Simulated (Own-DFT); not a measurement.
# Which defects push the lattice out? D0_22 TiAl3

No measurement is shown. These are fixed-geometry runs of a retired plane-wave code named Own-DFT, which no person has reviewed; spin and spin-orbit coupling are neglected.

Method: PBE; PseudoDojo norm-conserving scalar-relativistic files; cutoff 42 hartree; 4 x 4 x 4 k mesh centred on Gamma; cold (Marzari-Vanderbilt) smearing of 0.2 eV.

Known weak points: forces on such cells failed a check on a denser k mesh; stress not checked against mesh or cutoff.

All runs share one cell, with vectors in Å (-2.365, -6.981, 4.326); (-7.667, 3.491, 1.442); (-2.950, -3.488, -7.241) and a volume of 625.4 Å³. The atoms are randomly displaced, by u rms on each axis. The defect's site can differ from row to row.

```
                     cell   formula   u (Å)  P (GPa)
                no defect  Al30Ti10  0.0178     1.94
                no defect  Al30Ti10  0.0190     1.95
                no defect  Al30Ti10  0.0496     2.44
         two Al vacancies  Al28Ti10  0.0309     1.19
         two Al vacancies  Al28Ti10  0.0468     1.68
         two Al vacancies  Al28Ti10  0.0486     1.60
 two Al on a Ti site each   Al32Ti8  0.0278     2.85
 two Al on a Ti site each   Al32Ti8  0.0299     2.91
 two Al on a Ti site each   Al32Ti8  0.0478     3.31
 two Al on a Ti site each   Al32Ti8  0.0484        ?
two Ti on an Al site each  Al28Ti12  0.0307     3.35
two Ti on an Al site each  Al28Ti12  0.0307     3.33
two Ti on an Al site each  Al28Ti12  0.0538     3.96
```

## Working it out

P = P0 + c u² + a shift for each defect gives P0 = 1.81 GPa, c = 284 ± 20 GPa/Å² and a scatter of 0.06 GPa. The shifts, and each times the cell's volume:

- two Ti on an Al site each: 1.28 ± 0.05 GPa, 5.0 eV (2.5 eV for each of its 2 sites)
- two Al on a Ti site each: 0.83 ± 0.05 GPa, 3.3 eV (1.6 eV for each of its 2 sites)
- two Al vacancies: -0.84 ± 0.05 GPa, -3.3 eV (-1.6 eV for each of its 2 sites)

Against the defect-free cell, a freed cell would be larger where the shift is positive and smaller where it is negative (160.2 GPa Å³ is 1 eV). The atoms around the defects weren't relaxed, which would change these numbers.

## Prediction

Question: what pressure belongs in the blank (two Al on a Ti site each, u = 0.0484 Å)?

From the fit: 3.31 ± 0.07 GPa. The calculation gave 3.31 GPa.
